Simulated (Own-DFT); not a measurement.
# Strain and stress in wurtzite GaN, 96 atoms (Ga48N48)

These are calculations, not measurements. The program, named Own-DFT, is a retired in-house plane-wave density functional code that no person has reviewed. Each row is one single-point run on a periodic cell that was not relaxed, without spin or spin-orbit coupling.

Settings of every run: PBE; PseudoDojo norm-conserving scalar-relativistic files; cutoff 42 hartree; 3 x 4 x 3 k mesh centred on Gamma; Fermi-Dirac smearing of 0.1 eV.

Known limits: forces on such cells passed a denser k mesh, each cell not checked; stress not checked against mesh or cutoff.

Unstrained cell vectors in Å: (12.756, 0.000, 0.000); (-4.784, 8.285, 0.000); (0.000, 0.000, 10.370). The unstrained cell has measured lattice constants (interpolated for alloys), not those of this functional. That, the random moves and any unrelaxed bonds set the pressure at no strain. Each run strains this cell uniformly, with the atoms carried along. Every atom was also moved at random, by a Gaussian of width 0.05 Å on each axis. Strain is the symmetric tensor, in per cent. Stress is positive in tension, and the pressure is minus a third of its trace.

| run | e_xx (%) | e_yy (%) | e_zz (%) | e_yz (%) | e_xz (%) | e_xy (%) | s_xx (GPa) | s_yy (GPa) | s_zz (GPa) | s_yz (GPa) | s_xz (GPa) | s_xy (GPa) | P (GPa) | E (meV/atom) |
|---|---|---|---|---|---|---|---|---|---|---|---|---|---|---|
| 1 | -0.74 | 0.93 | 0.11 | -0.49 | -1.44 | 1.03 | -10.22 | -4.03 | -6.66 | -0.77 | -2.59 | 2.92 | 6.97 | 11.6 |
| 2 | -0.69 | 1.40 | -1.15 | -0.86 | 1.49 | -1.52 | -9.56 | -4.02 | -12.95 | -3.11 | 2.20 | -4.52 | 8.84 | 29.2 |
| 3 | -1.44 | 0.77 | 1.00 | 1.57 | -1.85 | -0.85 | -10.49 | -7.28 | -3.67 | 2.98 | -3.98 | -2.49 | 7.15 | 25.0 |
| 4 | -0.86 | -1.69 | 0.19 | -0.81 | -1.94 | -1.30 | -13.96 | -16.78 | -8.62 | -2.45 | -4.62 | -4.40 | 13.12 | 47.0 |
| 5 | 1.29 | 1.90 | 0.35 | 1.79 | 0.86 | 0.13 | -0.13 | 0.59 | -4.38 | 4.19 | 1.77 | 0.33 | 1.31 | 10.2 |
| 6 | -1.09 | 1.04 | 1.86 | 0.29 | 1.21 | -0.24 | -9.34 | -4.20 | 0.21 | 0.63 | 2.62 | -2.26 | 4.44 | 15.0 |
| 7 | -0.82 | -0.76 | 0.01 | -0.46 | 1.05 | -0.03 | -12.25 | -10.82 | -9.98 | -0.97 | 3.02 | -0.69 | 11.02 | 28.9 |
| 8 | -1.20 | -0.46 | -0.82 | -0.14 | 1.88 | 0.25 | -13.39 | -12.42 | -12.91 | 0.21 | 3.36 | 1.54 | 12.91 | 36.7 |
| 9 | 1.95 | -0.76 | 0.49 | -1.63 | -0.88 | 1.94 | -0.96 | -8.88 | -4.98 | -3.72 | -1.16 | 5.43 | 4.94 | 26.4 |
| 10 | 1.65 | -0.47 | 0.75 | -0.92 | 0.06 | -0.70 | -1.25 | -6.38 | -3.54 | -1.67 | 0.10 | -1.05 | 3.72 | 0.0 |
| 11 | 1.69 | -0.91 | 1.67 | -1.89 | 0.55 | 0.68 | 0.12 | -9.42 | -0.45 | -4.01 | 1.12 | 2.32 | 3.25 | 18.8 |
| 12 | -0.24 | -1.85 | -0.96 | 0.43 | 1.61 | -1.71 | -11.74 | -18.39 | -13.66 | 1.19 | 4.05 | -6.37 | 14.60 | 45.1 |
| 13 | 1.23 | -0.95 | 1.07 | -1.15 | -0.88 | 1.98 | -3.88 | -9.26 | -3.43 | -3.06 | -1.55 | 6.12 | 5.52 | 24.4 |
| 14 | -1.10 | -0.08 | -0.02 | -1.90 | -1.44 | -1.24 | -11.64 | -10.04 | -9.46 | -4.70 | -2.86 | -3.37 | 10.38 | 36.5 |
| 15 | -0.68 | -0.82 | 0.65 | 0.84 | -1.74 | -0.25 | -12.17 | -12.45 | -6.16 | 2.11 | -4.20 | -0.52 | 10.26 | 40.4 |
| 16 | 1.74 | 1.48 | -1.93 | -0.69 | 0.48 | -1.64 | -0.46 | -1.06 | -14.64 | -1.70 | 0.54 | -4.39 | 5.39 | 18.7 |
| 17 | -1.95 | 1.41 | -0.67 | -0.38 | 0.39 | -0.63 | ? | ? | ? | ? | ? | ? | ? | ? |

E is the free energy for each atom above the lowest run shown.

## Worked fit

Each stress component was fitted by least squares to a constant and the strains of the runs shown, as fractions, with shears doubled. Shear strains stay in the fit of a normal stress only where such slopes are resolved. The slopes, in GPa:

```
stress  at no strain  per e_xx  per e_yy  per e_zz  scatter
  s_xx          -7.8  394 ± 14  138 ± 16   84 ± 18     0.71
  s_yy          -8.3  131 ± 20  421 ± 22   68 ± 25     0.97
  s_zz          -8.1    66 ± 9   72 ± 10  451 ± 11     0.44
```

Each shear stress against twice its own strain: yz 120 ± 6, xz 107 ± 6, xy 150 ± 11 GPa. These are stiffnesses along x, y and z of the frame in which the cell vectors are given, which need not be the crystal's axes. The atoms are held to the strained lattice; where symmetry lets them move under strain, relaxing them would lower some slopes. The table should be nearly symmetric about its diagonal, and what it lacks of that shows the noise. A ninth of its sum, 203 ± 4 GPa, estimates the bulk modulus near the mean pressure of these runs, 7.7 GPa, so it lies above the value at zero pressure.

## Withheld run

Question: what normal stresses and pressure should run 17 give?

The fit gives s_xx = -14.1, s_yy = -5.4, s_zz = -11.4 and P = 10.3 GPa. The calculation gave -14.63, -5.62, -10.69 and P = 10.31 GPa.
